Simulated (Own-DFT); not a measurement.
Simulation results for SiGe₃ (diamond lattice with Si and Ge gathered in clusters, atoms displaced)

Computed with Own-DFT development build. A calculation, not a measurement: plane-wave density functional theory by an unreviewed code, no spin, of a simulated periodic cell, stress positive in tension, run twice, with PBE and with PBEsol, both on files made for PBE, so the change isn't that of files made for PBEsol; forces on such cells passed a denser k mesh, this cell's mesh not checked; the far tail of each file's local potential was reset to the Coulomb form; each entry is a single point on an unrelaxed cell, so the pressure reflects the starting lattice, mostly measured values (interpolated for alloys), from which strain is counted, and rises with the displacements; printed positions are rounded, which can move forces by about a meV/angstrom; the program, named Own-DFT, is a retired in-house code; no spin-orbit coupling; stress was not checked against mesh or cutoff.

### SiGe₃ (diamond lattice with Si and Ge gathered in clusters, atoms displaced)

```xyz
64
Lattice="11.2025 0.0000 0.0000 0.0000 11.2025 0.0000 0.0000 0.0000 11.2025" Properties=species:S:1:pos:R:3 SiGe3
Ge    11.1816     0.0507    11.1947
Ge     0.0511     2.6968     2.8122
Ge     2.7891    11.1829     2.8233
Ge     2.8525     2.7092    11.1619
Ge     1.4497     1.4333     1.2975
Ge     1.5317     4.1809     4.2155
Ge     4.3260     1.4415     4.2113
Ge     4.1233     4.2300     1.3260
Ge     0.1503     0.0221     5.5600
Ge     0.0804     2.7533     8.3829
Si     2.9003    11.1178     8.4594
Ge     2.7652     2.6685     5.6074
Ge     1.3553     1.5343     7.0583
Si     1.3429     4.1486     9.9242
Ge     4.1684     1.4252     9.9006
Si     4.2947     4.1538     7.0462
Ge     0.0360     5.6258     0.0191
Ge    11.1408     8.5373     2.8152
Si     2.7875     5.5190     2.6742
Si     2.8111     8.4004    11.1620
Ge     1.4140     6.9538     1.3042
Ge     1.4564     9.7935     4.2188
Ge     4.2480     7.0920     4.2832
Ge     4.2537     9.7409     1.3715
Si     0.0701     5.5673     5.6219
Si     0.0246     8.3868     8.3720
Si     2.8617     5.6668     8.4426
Si     2.7694     8.5328     5.5557
Si     1.3642     7.0188     7.0747
Ge     1.3803     9.8838     9.7394
Si     4.2878     7.0381     9.8364
Ge     4.1797     9.7537     6.9043
Ge     5.4837     0.0869    11.1547
Ge     5.5875     2.7617     2.7673
Ge     8.3962    11.1491     2.8521
Ge     8.3806     2.8676    11.1944
Ge     7.0167     1.4605     1.4151
Ge     6.9540     4.1720     4.1985
Ge     9.8082     1.4057     4.1639
Ge     9.8728     4.2466     1.4412
Ge     5.5580     0.0495     5.5581
Si     5.5684     2.7427     8.4160
Ge     8.3793     0.0138     8.3954
Ge     8.2579     2.8232     5.5931
Ge     6.9571     1.3800     7.0018
Ge     7.0027     4.2012     9.7544
Ge     9.8737     1.3458     9.7527
Ge     9.7930     4.3121     6.8502
Si     5.5305     5.6440    11.0670
Ge     5.6746     8.3903     2.7409
Ge     8.3489     5.5697     2.8706
Ge     8.3398     8.4645    11.1985
Ge     7.0308     6.9775     1.4453
Ge     7.0576     9.9020     4.1761
Ge     9.7958     6.9203     4.1943
Ge     9.8448     9.8299     1.3887
Si     5.5311     5.6444     5.6088
Si     5.5951     8.4529     8.4574
Si     8.3852     5.7043     8.3552
Ge     8.3837     8.4157     5.4422
Ge     7.0261     7.0646     6.9755
Ge     7.0185     9.7496     9.7934
Ge     9.8404     7.0341     9.8290
Ge     9.8278     9.8130     7.0376
```

| Quantity | Value |
| --- | --- |
| functional | PBE, then PBEsol |
| potential files | PseudoDojo norm-conserving, scalar-relativistic, standard set |
| wave cutoff | 42 hartree |
| occupations | Fermi-Dirac |
| smearing width | 0.1 eV |
| k mesh | 3 x 3 x 3 centred on Gamma |
| PBE pressure | 4.03 GPa |
| PBE stress xx | -4.09 GPa |
| PBE stress yy | -3.95 GPa |
| PBE stress zz | -4.07 GPa |
| PBE stress yz | 0.96 GPa |
| PBE stress xz | 0.28 GPa |
| PBE stress xy | 0.59 GPa |
| PBEsol pressure | 1.31 GPa |
| PBEsol stress xx | -1.36 GPa |
| PBEsol stress yy | -1.24 GPa |
| PBEsol stress zz | -1.34 GPa |
| PBEsol stress yz | 0.91 GPa |
| PBEsol stress xz | 0.26 GPa |
| PBEsol stress xy | 0.58 GPa |
| rms change of force components from PBE to PBEsol | 0.047 eV/Å |

Force:
```csv
force element,PBE force x (eV/Å),PBE force y (eV/Å),PBE force z (eV/Å),PBEsol force x (eV/Å),PBEsol force y (eV/Å),PBEsol force z (eV/Å)
Ge,0.581,-0.506,0.117,0.564,-0.483,0.102
Ge,0.23,1.32,-0.266,0.216,1.28,-0.266
Ge,0.921,0.377,-0.677,0.89,0.358,-0.655
Ge,-1.362,2.241,0.475,-1.293,2.124,0.501
Ge,-0.269,-0.94,1.213,-0.262,-0.911,1.177
Ge,-0.813,0.207,-0.369,-0.789,0.12,-0.352
Ge,-1.987,-0.315,-0.575,-1.923,-0.314,-0.547
Ge,1.301,-0.263,-0.277,1.264,-0.337,-0.285
Ge,-1.434,0.358,0.949,-1.394,0.349,0.915
Ge,-1.979,2.568,1.168,-1.931,2.425,1.096
Si,-0.498,1.314,-0.951,-0.492,1.289,-0.924
Ge,1.665,1.521,0.301,1.575,1.454,0.262
Ge,1.937,-3.161,-0.487,1.855,-3.035,-0.51
Si,1.14,0.438,-1.376,1.091,0.399,-1.314
Ge,0.34,-0.519,-3.129,0.33,-0.51,-2.943
Si,-1.145,0.538,-0.321,-1.16,0.497,-0.351
Ge,-0.764,-0.678,-0.604,-0.778,-0.616,-0.529
Ge,0.917,-2.046,0.131,0.874,-1.97,0.122
Si,0.024,1.448,1.4,0.013,1.404,1.361
Si,0.091,-0.015,-0.292,0.044,0.026,-0.245
Ge,0.669,1.43,1.331,0.585,1.362,1.27
Ge,-0.483,0.329,-0.729,-0.514,0.389,-0.753
Ge,-1.056,-0.506,-1.138,-0.989,-0.451,-1.149
Ge,-0.988,0.364,-0.091,-0.917,0.389,-0.056
Si,0.726,0.934,-0.629,0.666,0.865,-0.657
Si,-0.252,0.3,0.418,-0.307,0.352,0.462
Si,-0.256,-0.857,0.127,-0.257,-0.854,0.13
Si,-0.228,-2.421,0.982,-0.192,-2.333,0.927
Si,0.959,-0.134,-0.872,0.957,-0.133,-0.869
Ge,0.238,-1.203,0.387,0.194,-1.134,0.417
Si,-1.364,0.793,-0.92,-1.351,0.802,-0.912
Ge,0.523,0.529,1.33,0.55,0.563,1.26
Ge,2.184,-1.406,1.23,2.102,-1.358,1.199
Ge,-0.067,1.438,-0.502,-0.052,1.379,-0.471
Ge,0.918,1.45,-1.558,0.889,1.405,-1.497
Ge,1.075,-0.259,-0.019,1.032,-0.249,-0.011
Ge,0.129,-1.104,-0.454,0.112,-1.059,-0.432
Ge,-1.254,0.829,0.127,-1.172,0.768,0.095
Ge,-0.355,-0.324,0.952,-0.333,-0.324,0.906
Ge,-0.506,-0.512,0.204,-0.491,-0.494,0.193
Ge,0.858,-1.042,0.689,0.839,-0.997,0.655
Si,0.203,0.421,0.154,0.244,0.359,0.201
Ge,0.222,-0.36,0.019,0.227,-0.356,0.016
Ge,1.539,-0.353,0.108,1.485,-0.335,0.093
Ge,-0.272,0.165,0.479,-0.232,0.127,0.423
Ge,-0.409,0.563,-0.597,-0.361,0.511,-0.54
Ge,-1.213,1.051,0.085,-1.163,1.007,0.081
Ge,-0.528,-0.883,1.607,-0.537,-0.914,1.558
Si,1.149,-0.699,1.409,1.187,-0.758,1.438
Ge,-0.207,0.479,1.044,-0.198,0.468,1.006
Ge,0.624,-0.36,-0.677,0.612,-0.342,-0.657
Ge,1.123,-0.993,0.741,1.09,-0.962,0.716
Ge,-0.385,-0.673,-1.304,-0.352,-0.607,-1.22
Ge,-1.685,-1.088,0.391,-1.615,-1.061,0.368
Ge,0.923,0.444,0.162,0.836,0.472,0.125
Ge,-1.053,0.44,-0.448,-1.02,0.43,-0.418
Si,0.749,-0.775,0.721,0.774,-0.714,0.658
Si,-0.135,-0.772,-0.966,-0.084,-0.709,-0.99
Si,0.572,-0.604,0.212,0.559,-0.588,0.205
Ge,0.671,0.071,1.502,0.643,0.065,1.454
Ge,-0.869,0.062,0.024,-0.811,0.095,-0.016
Ge,-1.091,1.559,-0.281,-1.009,1.545,-0.238
Ge,-0.454,0.071,-0.667,-0.439,0.068,-0.584
Ge,0.16,-0.281,-1.011,0.122,-0.234,-1.003
```
